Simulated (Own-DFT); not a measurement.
# How HSE06 shifts the pressure of monoclinic HfO2, 94 atoms (Hf32O62), with two O vacancies

All values are computed. Each geometry was run twice at fixed positions with Own-DFT, a retired in-house plane-wave program that no person has reviewed: with PBE, and with HSE06 (exact exchange share 0.25 at short range, screening 0.11 per bohr, Gygi-Baldereschi treatment of its divergence). Both used PseudoDojo norm-conserving files made for PBE, a cutoff of 48 hartree, the Gamma point alone, fixed occupations, a neutral cell and no spin. With Gamma alone and a thickness of 10.1 Å, finite-size errors remain in every number. The hafnium file keeps the 4f electrons in the core, and its forces lie about 75 meV/Å off all-electron values. The oxygen file's force components were 24 meV/Å off all-electron values in a glass.

Unstrained cell vectors in Å: (10.234, 0.000, 0.000); (0.000, 10.350, 0.000); (-1.696, 0.000, 10.445), volume V0 = 1106.4 Å³, from measured lattice constants. Each geometry has its own random strain of a few per cent, its own defect sites and random moves of rms u per axis. HSE06 gave the energy alone. D is its energy less that of PBE, over the lowest D shown. The PBE stress wasn't checked against mesh or cutoff.

```
run,V - V0 (Å³),u (Å),P with PBE (GPa),D (eV)
1,-22.5,0.0475,11.26,0.762
2,38.1,0.0295,-4.37,2.124
3,-13.6,0.0293,7.75,0.768
4,19.0,0.0509,0.86,1.844
5,-30.6,0.0282,11.25,0.406
6,-37.8,0.0298,12.74,0.260
7,-7.4,0.0323,5.95,0.958
8,27.9,0.0300,-2.05,1.877
9,-45.7,0.0288,14.96,0.000
10,-24.4,0.0519,11.45,0.821
11,8.0,0.0291,2.62,1.422
12,12.4,0.0296,1.39,1.457
13,-40.0,0.0309,14.21,?
```

## Working it out

D = 1.05 + 0.0250 (V - V0) + 128 u² eV, with an error of 0.0004 on the volume slope, 15 on the last term and a scatter of 0.04 eV. Pressure is -dE/dV, and 1 eV/Å³ is 160.2 GPa, so HSE06 changes the pressure by -4.0 ± 0.1 GPa. With the ions held to the strained lattice, the PBE pressure falls by 257 ± 4 GPa per unit of volume strain; the shape of the strain isn't fitted, so the true error is larger, and a relaxed crystal would be softer. On that slope HSE06's volume at a given pressure is about 1.6 % smaller, or 0.5 % in lengths. At u = 0 and V0 the PBE pressure is 3.6 GPa, which puts the zero-pressure volume, against the measured cell and with the defects in, at +1.4 % for PBE and -0.1 % for HSE06, each good to a few tenths of a per cent.

## The run left out

Question: what D should run 13 give?

The fit gives 0.17 eV, with rows scattering by 0.04. The calculation gave 0.129 eV.
